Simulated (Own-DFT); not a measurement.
# Response to strain: wurtzite AlN, 72 atoms (Al36N36)

Calculated results; nothing here was measured. The program, named Own-DFT, is a retired in-house plane-wave density functional code that no person has reviewed. Each row is one single-point run on a periodic cell that was not relaxed, without spin or spin-orbit coupling.

Settings of every run: PBE; PseudoDojo norm-conserving scalar-relativistic files; cutoff 42 hartree; 4 x 4 x 3 k mesh centred on Gamma; Gaussian smearing of 0.01 eV.

Known limits: k mesh not checked against a denser one; stress not checked against mesh or cutoff.

Unstrained cell vectors in Å: (9.336, 0.000, 0.000); (-4.668, 8.085, 0.000); (0.000, 0.000, 9.964). The unstrained cell has measured lattice constants (interpolated for alloys), not those of this functional. That, the random moves and any unrelaxed bonds set the pressure at no strain. Each run strains this cell uniformly, with the atoms carried along. Every atom was also moved at random, by a Gaussian of width 0.05 Å on each axis. Strain is the symmetric tensor, in per cent. Stress is positive in tension, and the pressure is minus a third of its trace.

| run | e_xx (%) | e_yy (%) | e_zz (%) | e_yz (%) | e_xz (%) | e_xy (%) | s_xx (GPa) | s_yy (GPa) | s_zz (GPa) | s_yz (GPa) | s_xz (GPa) | s_xy (GPa) | P (GPa) | E (meV/atom) |
|---|---|---|---|---|---|---|---|---|---|---|---|---|---|---|
| 1 | -1.42 | 1.12 | 0.46 | 1.29 | 0.66 | -1.46 | -10.58 | -3.19 | -3.29 | 2.72 | 1.55 | -4.09 | 5.69 | 31.0 |
| 2 | -1.11 | 0.14 | 1.73 | -0.17 | -0.78 | -1.01 | -9.89 | -4.57 | 1.30 | -0.04 | -3.13 | -2.07 | 4.39 | 17.5 |
| 3 | 1.16 | 1.44 | 0.05 | 1.17 | 1.52 | -0.67 | 1.32 | 1.33 | -3.33 | 3.08 | 3.53 | -2.28 | 0.23 | 12.6 |
| 4 | 1.52 | -1.82 | -0.43 | -1.37 | -0.03 | 0.92 | -1.50 | -13.28 | -8.74 | -4.47 | 0.08 | 4.93 | 7.84 | 32.3 |
| 5 | -1.52 | 1.42 | -0.78 | -0.96 | -0.44 | -1.25 | -11.80 | -1.67 | -9.51 | -2.57 | -2.05 | -4.92 | 7.66 | 27.7 |
| 6 | 0.25 | -0.85 | -0.92 | 0.07 | -0.45 | -1.83 | -5.65 | -11.69 | -11.08 | 0.67 | -2.12 | -6.10 | 9.47 | 37.1 |
| 7 | -1.21 | 1.81 | -0.05 | 1.83 | 1.25 | -0.62 | -11.45 | 2.81 | -5.03 | 4.42 | 2.28 | -1.32 | 4.56 | 17.6 |
| 8 | 1.18 | -1.27 | -0.62 | 1.33 | -1.76 | -0.43 | -2.71 | -10.86 | -8.68 | 5.53 | -5.15 | 0.49 | 7.41 | 28.4 |
| 9 | 0.84 | 1.44 | -1.21 | -0.50 | 0.13 | -0.79 | -2.48 | 2.80 | -10.93 | -1.02 | 0.25 | -0.85 | 3.54 | 20.6 |
| 10 | -1.90 | -0.11 | -1.24 | 1.58 | -1.75 | 1.59 | -14.47 | -13.18 | -12.39 | 6.95 | -4.33 | 5.84 | 13.35 | 45.3 |
| 11 | -1.07 | 0.56 | -1.76 | 0.14 | -0.37 | 0.72 | -12.32 | -6.14 | -14.12 | 1.64 | -1.06 | 3.22 | 10.86 | 31.8 |
| 12 | -1.58 | -0.04 | -0.99 | -0.09 | -0.61 | -1.02 | -12.87 | -9.61 | -14.14 | -1.19 | -2.46 | -3.52 | 12.20 | 51.3 |
| 13 | 0.94 | -0.63 | -0.51 | 0.15 | -0.45 | 0.02 | -2.82 | -9.44 | -4.96 | 0.53 | -1.02 | 0.49 | 5.74 | 7.8 |
| 14 | 1.02 | -0.06 | 0.70 | 0.94 | 0.50 | -0.43 | -2.30 | -2.98 | -0.02 | 1.37 | 1.76 | -0.94 | 1.76 | 0.0 |
| 15 | 0.56 | -1.26 | -0.82 | 0.34 | -1.08 | -0.60 | -6.38 | -11.20 | -9.92 | 1.43 | -3.49 | -2.07 | 9.16 | 32.2 |
| 16 | -1.69 | 1.54 | 0.98 | -1.59 | 1.24 | 1.11 | -12.28 | -0.46 | -1.62 | -4.68 | 4.14 | 6.40 | 4.79 | 35.7 |
| 17 | -1.62 | -1.59 | 0.17 | -0.19 | 1.47 | 0.38 | -15.72 | -17.77 | -5.19 | -0.07 | 4.43 | 1.57 | 12.90 | 33.8 |
| 18 | 0.62 | -1.76 | 1.28 | -0.23 | -1.77 | 0.73 | ? | ? | ? | ? | ? | ? | ? | ? |

E is the free energy for each atom above the lowest run shown.

## Worked fit

Each stress component was fitted by least squares to a constant and the strains of the runs shown, as fractions, with shears doubled. Shear strains stay in the fit of a normal stress only where such slopes are resolved. The slopes, in GPa:

| stress | at no strain | per e_xx | per e_yy | per e_zz | scatter |
|---|---|---|---|---|---|
| s_xx | -6.4 | 438 ± 19 | 92 ± 20 | 48 ± 25 | 0.90 |
| s_yy | -6.1 | 182 ± 26 | 529 ± 28 | 101 ± 35 | 1.25 |
| s_zz | -5.4 | 79 ± 28 | 53 ± 30 | 503 ± 37 | 1.33 |

Each shear stress against twice its own strain: yz 149 ± 10, xz 141 ± 7, xy 192 ± 12 GPa. These are stiffnesses along x, y and z of the frame in which the cell vectors are given, which need not be the crystal's axes. The atoms are held to the strained lattice; where symmetry lets them move under strain, relaxing them would lower some slopes. The table should be nearly symmetric about its diagonal, and what it lacks of that shows the noise. A ninth of its sum, 225 ± 5 GPa, estimates the bulk modulus near the mean pressure of these runs, 7.1 GPa, so it lies above the value at zero pressure.

## Withheld run

Question: what normal stresses and pressure should run 18 give?

The fit gives s_xx = -4.7, s_yy = -12.9, s_zz = 0.6 and P = 5.7 GPa. The calculation gave -4.95, -10.50, -1.15 and P = 5.53 GPa.
